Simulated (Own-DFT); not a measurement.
Simulation results for GaP (zincblende, atoms displaced)

Computed with Own-DFT development build. A calculation, not a measurement: plane-wave PBE density functional theory by an unreviewed code, no spin, of a simulated periodic cell, stress positive in tension, free energy of the whole cell less one offset for each atom, forces on such cells passed a denser k mesh, this cell's mesh not checked; offsets are fitted by least squares, one for each functional and potential file, so energies compare only between cells with the same atoms and settings and are not formation energies; the far tail of each file's local potential was reset to the Coulomb form; each entry is a single point on an unrelaxed cell, so the pressure reflects the starting lattice, mostly measured values (interpolated for alloys), from which strain is counted, and rises with the displacements; printed positions are rounded, which can move forces by about a meV/angstrom; the program, named Own-DFT, is a retired in-house code; no spin-orbit coupling; before rounding, a Quantum ESPRESSO 7.3.1 run of the same cell and cutoff gave forces within 1 meV/angstrom rms on each cell, which checks the program and not the settings.

### GaP (zincblende, atoms displaced)

```
GaP
1.0
     16.3515     0.0000     0.0000
      0.0000    10.9010     0.0000
      0.0000     0.0000    10.9010
Ga P Ga P Ga P Ga P Ga P Ga P Ga P Ga P Ga P Ga P Ga P Ga P
4 4 4 4 4 4 4 4 4 4 4 4 4 4 4 4 4 4 4 4 4 4 4 4
Direct
  0.99210 0.01302 0.01344
  0.99793 0.26447 0.25799
  0.15534 0.97560 0.24631
  0.15550 0.22460 0.99085
  0.08967 0.11811 0.12460
  0.08596 0.37569 0.35598
  0.24546 0.10836 0.37275
  0.25468 0.37914 0.13369
  0.99440 0.99205 0.51067
  0.01799 0.27464 0.75557
  0.16137 0.01057 0.75765
  0.18060 0.26989 0.50995
  0.09794 0.12366 0.61568
  0.08501 0.38038 0.87365
  0.24589 0.14848 0.85725
  0.25468 0.39214 0.63189
  0.00089 0.48463 0.99754
  0.00050 0.74314 0.25805
  0.16847 0.47742 0.23139
  0.15958 0.75885 0.97963
  0.08797 0.64711 0.14637
  0.09642 0.88855 0.37397
  0.23059 0.63188 0.37854
  0.24715 0.88560 0.11930
  0.99095 0.48233 0.48692
  0.00641 0.74868 0.74384
  0.16999 0.51452 0.74068
  0.16673 0.75406 0.49791
  0.08067 0.61696 0.61539
  0.08911 0.90481 0.88540
  0.24482 0.59348 0.85500
  0.25787 0.88027 0.61849
  0.32734 0.00643 0.98383
  0.33812 0.25100 0.22359
  0.49483 0.01380 0.22977
  0.50921 0.26045 0.98265
  0.42049 0.14056 0.15122
  0.42271 0.35087 0.37757
  0.57854 0.11832 0.36299
  0.57622 0.37512 0.12355
  0.33121 0.01608 0.51208
  0.32889 0.25336 0.74386
  0.50239 0.98825 0.75788
  0.49267 0.23753 0.50265
  0.42772 0.13586 0.62988
  0.42531 0.38544 0.87160
  0.57903 0.11530 0.90185
  0.58011 0.37134 0.62361
  0.33591 0.51156 0.01258
  0.32874 0.75234 0.24814
  0.50289 0.49578 0.25785
  0.49943 0.73834 0.01816
  0.41384 0.62154 0.10773
  0.41485 0.85951 0.39545
  0.59122 0.60017 0.36154
  0.57513 0.84898 0.11269
  0.31575 0.49295 0.52851
  0.33218 0.74897 0.74663
  0.50699 0.48888 0.75484
  0.49987 0.74870 0.51011
  0.41469 0.62078 0.62747
  0.40436 0.86944 0.86931
  0.57945 0.63868 0.85183
  0.57902 0.88733 0.61892
  0.64702 0.00524 0.99496
  0.65477 0.23847 0.25200
  0.83787 0.98524 0.24855
  0.82882 0.26496 0.99154
  0.75534 0.10955 0.12506
  0.76700 0.38864 0.33678
  0.92502 0.11095 0.36465
  0.90944 0.37875 0.12196
  0.67649 0.00131 0.51186
  0.66617 0.26443 0.76400
  0.84054 0.98117 0.74837
  0.84734 0.24610 0.48750
  0.74776 0.14036 0.63679
  0.76339 0.35278 0.88296
  0.90814 0.13001 0.85898
  0.93531 0.37767 0.62953
  0.68073 0.49559 0.99890
  0.66151 0.72014 0.24828
  0.82543 0.50900 0.24900
  0.82606 0.78259 0.97013
  0.75205 0.60642 0.12332
  0.74846 0.86599 0.38617
  0.92949 0.63782 0.37324
  0.91094 0.88444 0.08988
  0.67170 0.49393 0.50676
  0.67424 0.76087 0.75487
  0.82782 0.48491 0.77051
  0.81628 0.76195 0.49035
  0.74981 0.63764 0.62844
  0.74289 0.87562 0.88516
  0.90800 0.60589 0.90773
  0.91166 0.88385 0.62074
```

* functional: PBE
* potential files: PseudoDojo norm-conserving, scalar-relativistic, standard set
* wave cutoff: 42 hartree
* occupations: Fermi-Dirac
* smearing width: 0.1 eV
* k mesh: 2 x 3 x 3 centred on Gamma
* free energy of cell above offsets: -15.244 eV
* pressure: 8.54 GPa
* stress xx: -8.79 GPa
* stress yy: -8.46 GPa
* stress zz: -8.37 GPa
* stress yz: 2.72 GPa
* stress xz: -0.16 GPa
* stress xy: -0.8 GPa

Force:
```csv
element,x (eV/Å),y (eV/Å),z (eV/Å)
Ga,1.203,2.143,-2.363
Ga,-0.852,-1.817,-1.893
Ga,3.93,4.088,-3.879
Ga,1.085,2.583,-0.299
P,-2.056,0.249,1.715
P,0.426,0.081,2.903
P,0.436,2.072,-0.54
P,1.02,-1.491,-3.581
Ga,2.532,1.769,-1.535
Ga,-2.025,-4.506,-2.474
Ga,2.056,-0.355,-1.838
Ga,-1.034,-1.988,-2.113
P,-1.934,1.303,0.142
P,2.964,1.513,2.185
P,0.297,-2.011,1.487
P,-4.979,-6.21,5.336
Ga,0.449,1.226,1.918
Ga,1.07,3.69,-1.434
Ga,-1.748,4.004,1.863
Ga,1.286,-1.502,1.434
P,1.381,-2.521,-3.336
P,-5.875,-3.811,4.897
P,2.782,-2.807,-1.704
P,0.641,-1.142,-0.8
Ga,1.908,1.889,-1.346
Ga,-0.716,0.203,1.055
Ga,-4.868,-2.856,-3.029
Ga,-0.547,1.163,1.667
P,-0.069,0.685,-0.459
P,-2.621,-1.559,-0.4
P,4.485,5.391,5.543
P,-1.904,-0.611,1.623
Ga,0.208,0.877,0.906
Ga,-3.407,1.792,4.889
Ga,1.972,-4.642,2.591
Ga,-2.021,0.661,2.005
P,0.982,-1.268,-7.077
P,-2.17,2.81,-0.776
P,0.439,-1.05,2.557
P,1.878,0.222,-0.552
Ga,1.282,-0.253,-0.969
Ga,2.648,1.158,-0.273
Ga,-0.991,0.788,0.404
Ga,3.18,0.966,-1.779
P,-2.795,-2.48,2.697
P,-2.567,-1.416,0.973
P,-2.895,3.471,-6.402
P,0.994,-0.579,-0.283
Ga,-2.574,-3.076,-3.107
Ga,0.015,-0.156,0.583
Ga,-2.204,-1.196,-0.93
Ga,-1.721,-1.21,-5.057
P,1.059,1.272,4.868
P,-0.577,1.885,-2.096
P,-1.039,0.943,3.54
P,3.224,4.137,3.321
Ga,6.498,6.856,-7.974
Ga,-0.952,-1.049,-0.708
Ga,-0.176,1.968,-1.515
Ga,0.489,-1.317,-0.51
P,0.546,-0.733,0.261
P,1.861,0.504,1.397
P,0.751,-0.718,2.103
P,1.506,-0.993,0.517
Ga,5.513,-4.805,5.116
Ga,2.093,1.226,-1.701
Ga,-0.436,0.021,-0.163
Ga,5.921,-7.141,6.754
P,-1.695,1.091,-0.292
P,-5.706,-7.669,7.382
P,-0.199,0.229,0.435
P,1.069,-0.38,0.675
Ga,-1.086,1.083,-0.67
Ga,-0.923,-1.266,-0.593
Ga,-2.502,2.634,1.676
Ga,-0.778,0.652,0.445
P,1.144,-0.946,-0.813
P,-7.648,5.219,-5.205
P,1.819,0.723,1.087
P,-3.46,-0.9,0.453
Ga,-2.573,-0.815,-1.136
Ga,1.311,2.022,-1.368
Ga,6.92,5.182,-2.8
Ga,4.412,-5.877,3.755
P,-0.186,4.391,-1.202
P,-3.752,3.601,-5.288
P,-4.335,-2.033,2.205
P,-0.129,-2.132,3.855
Ga,0.703,-0.177,-0.732
Ga,-1.774,-0.258,-1.367
Ga,1.917,2.212,-2.179
Ga,5.478,-4.158,3.647
P,0.387,-1.874,0.312
P,-4.016,4.672,-3.642
P,-0.32,2.132,-2.371
P,0.671,-3.696,-0.618
```
